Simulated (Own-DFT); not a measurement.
# Stretching a layer in its plane: diamond-structure GeSn with randomly placed atoms, 64 atoms (Ge56Sn8)

Source: density functional calculations with Own-DFT, an unreviewed in-house program that is no longer used. Nothing was measured or relaxed, and spin and spin-orbit coupling are left out.

Method: PBE; PseudoDojo norm-conserving scalar-relativistic files; cutoff 49 hartree; 3 x 3 x 3 k mesh centred on Gamma; Fermi-Dirac smearing of 0.1 eV.

Caveats: forces on such cells moved up to 12 meV/angstrom on a denser k mesh; stress not checked against mesh or cutoff.

Unstrained cell vectors in Å: (11.524, 0.000, 0.000); (0.000, 11.524, 0.000); (0.000, 0.000, 11.524). The unstrained cell has measured lattice constants (interpolated for alloys), not those of this functional. That, the random moves and any unrelaxed bonds set the pressure at no strain. Each run strains x and y alike by e, as a substrate would, and holds the height along z. Each coordinate of each atom was shifted by a normal deviate of width 0.05 Å. The random placing of the alloy's atoms differs from row to row. Stress is positive in tension.

```
e (%)  u (Å)  (s_xx + s_yy)/2 (GPa)  s_zz (GPa)
-1.50  0.050                  -8.10       -7.28
-0.75  0.053                  -6.51       -6.23
 0.25  0.046                  -4.88       -4.97
 0.75  0.045                      ?           ?
 1.25  0.049                  -3.12       -3.78
 1.50  0.050                  -2.78       -3.39
 1.75  0.048                  -2.41       -3.54
 2.25  0.053                  -2.08       -3.27
 2.50  0.050                  -1.33       -2.53
 3.00  0.048                  -0.55       -2.10
```

## Worked fit

With e as a fraction, the in-plane stress is -5.3 + 173 e - 686 e² GPa (errors 6 and 319, scatter 0.17), and s_zz is -5.3 + 121 e - 643 e² GPa (slope ± 8, scatter 0.21). At e = 0 the first slope is C11 + C12 and the second 2 C12, both with the ions held to the strained lattice and at the cell's own pressure. A free layer would change its height as e changes, and the in-plane slope would drop by 2 C12²/C11 to the biaxial modulus. At fixed height, a misfit of 1 % moves the in-plane stress by about 1.7 GPa and s_zz by 1.2 GPa.

## Prediction

Question: what are the two stresses at e = 0.75 %?

The fitted form gives -4.0 and -4.4 GPa. DFT gave -3.87 and -4.13 GPa.
